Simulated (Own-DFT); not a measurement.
# What a defect does to the pressure of its cell: zincblende GaAs

Calculated, not measured: single-point runs of Own-DFT, a retired in-house plane-wave DFT program that no person has reviewed, on unrelaxed cells, without spin or spin-orbit coupling.

All runs used: PBE; PseudoDojo norm-conserving scalar-relativistic files; cutoff 42 hartree; 3 x 3 x 3 k mesh centred on Gamma; Fermi-Dirac smearing of 0.1 eV.

Keep in mind (not all hold for every row): not probed for a lower state with spin; forces not confirmed at this smearing and k mesh; stress not checked against mesh or cutoff.

All runs share one cell, with vectors in Å (10.862, 0.000, 0.000); (0.000, 10.862, 0.000); (0.000, 0.000, 11.796) and a volume of 1391.7 Å³, strained against the parent crystal. Atoms were moved at random from their sites; u is the rms move along one axis. The defect's site can differ from row to row.

```
                             cell     formula   u (Å)  P (GPa)
                        no defect    As32Ga32  0.0289     6.71
                        no defect    As32Ga32  0.0309     6.70
                        no defect    As32Ga32  0.0444     6.84
              one In on a Ga site  As32Ga31In  0.0292     7.48
              one In on a Ga site  As32Ga31In  0.0296     7.41
              one In on a Ga site  As32Ga31In  0.0309     7.49
one As vacancy and one Ga vacancy    As31Ga31  0.0304     5.94
one As vacancy and one Ga vacancy    As31Ga31  0.0304     5.93
one As vacancy and one Ga vacancy    As31Ga31  0.0472     6.07
              one Al on a Ga site  AlAs32Ga31  0.0292     6.64
              one Al on a Ga site  AlAs32Ga31  0.0309     6.67
              one Al on a Ga site  AlAs32Ga31  0.0484        ?
              one Al on a Ga site  AlAs32Ga31  0.0500     7.15
              one P on an As site   As31Ga32P  0.0285     6.32
              one P on an As site   As31Ga32P  0.0288     6.34
              one P on an As site   As31Ga32P  0.0510     6.75
```

## Worked fit

P = P0 + c u² + a shift for each defect gives P0 = 6.48 GPa, c = 217 ± 28 GPa/Å² and a scatter of 0.07 GPa. The shifts, and each times the cell's volume:

- one In on a Ga site: 0.78 ± 0.06 GPa, 6.8 eV
- one Al on a Ga site: 0.03 ± 0.05 GPa, 0.3 eV (not resolved)
- one P on an As site: -0.31 ± 0.05 GPa, -2.7 eV
- one As vacancy and one Ga vacancy: -0.79 ± 0.05 GPa, -6.9 eV

A positive shift means that the defect pushes the cell outwards. Shift times volume (160.2 GPa Å³ is 1 eV) depends little on the cell's size, so, taken for each site, it can be compared between cells at like pressure. The atoms around the defects weren't relaxed, which would change these numbers.

## Check

Q: what pressure belongs in the blank (one Al on a Ga site, u = 0.0484 Å)?

The fitted form gives 7.02 ± 0.08 GPa. Computed: 7.00 GPa.
